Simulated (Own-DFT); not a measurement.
# One host, several defects: zincblende GaAs

No measurement is shown. These are fixed-geometry runs of a retired plane-wave code named Own-DFT, which no person has reviewed; spin and spin-orbit coupling are neglected.

Settings: PBE; PseudoDojo norm-conserving scalar-relativistic files; cutoff 42 hartree; 3 x 3 x 3 k mesh centred on Gamma; Fermi-Dirac smearing of 0.1 eV.

Keep in mind (not all hold for every row): not probed for a lower state with spin; forces on such cells failed a check on a denser k mesh; forces not confirmed at this smearing and k mesh; stress not checked against mesh or cutoff.

All runs share one cell, with vectors in Å (11.307, 0.000, 0.000); (0.000, 11.307, 0.000); (0.000, 0.000, 11.307) and a volume of 1445.4 Å³. u is the rms random offset of the atoms per axis. The defect's site can differ from row to row.

```
cell,formula,u (Å),P (GPa)
no defect,As32Ga32,0.0203,3.54
no defect,As32Ga32,0.0510,4.04
no defect,As32Ga32,0.0518,3.99
two As on a Ga site each,As34Ga30,0.0280,4.75
two As on a Ga site each,As34Ga30,0.0292,4.79
two As on a Ga site each,As34Ga30,0.0294,4.77
two As on a Ga site each,As34Ga30,0.0295,?
two As vacancies,As30Ga32,0.0309,3.29
two As vacancies,As30Ga32,0.0478,3.71
two As vacancies,As30Ga32,0.0525,3.52
two Ga vacancies,As32Ga30,0.0291,2.92
two Ga vacancies,As32Ga30,0.0295,3.01
two Ga vacancies,As32Ga30,0.0333,2.99
one As on a Ga site and one Ga on an As site,As32Ga32,0.0267,3.89
one As on a Ga site and one Ga on an As site,As32Ga32,0.0296,3.97
one As on a Ga site and one Ga on an As site,As32Ga32,0.0538,4.24
```

## Fit

P = P0 + c u² + a shift for each defect gives P0 = 3.51 GPa, c = 178 ± 27 GPa/Å² and a scatter of 0.08 GPa. The shifts, and each times the cell's volume:

- two As on a Ga site each: 1.11 ± 0.07 GPa, 10.0 eV (5.0 eV for each of its 2 sites)
- one As on a Ga site and one Ga on an As site: 0.25 ± 0.06 GPa, 2.3 eV
- two As vacancies: -0.36 ± 0.06 GPa, -3.3 eV (-1.6 eV for each of its 2 sites)
- two Ga vacancies: -0.71 ± 0.07 GPa, -6.4 eV (-3.2 eV for each of its 2 sites)

Against the defect-free cell, a freed cell would be larger where the shift is positive and smaller where it is negative (160.2 GPa Å³ is 1 eV). The atoms around the defects weren't relaxed, which would change these numbers.

## Prediction

Q: what pressure belongs in the blank (two As on a Ga site each, u = 0.0295 Å)?

Estimate: 4.78 ± 0.09 GPa. The hidden result is 4.78 GPa.
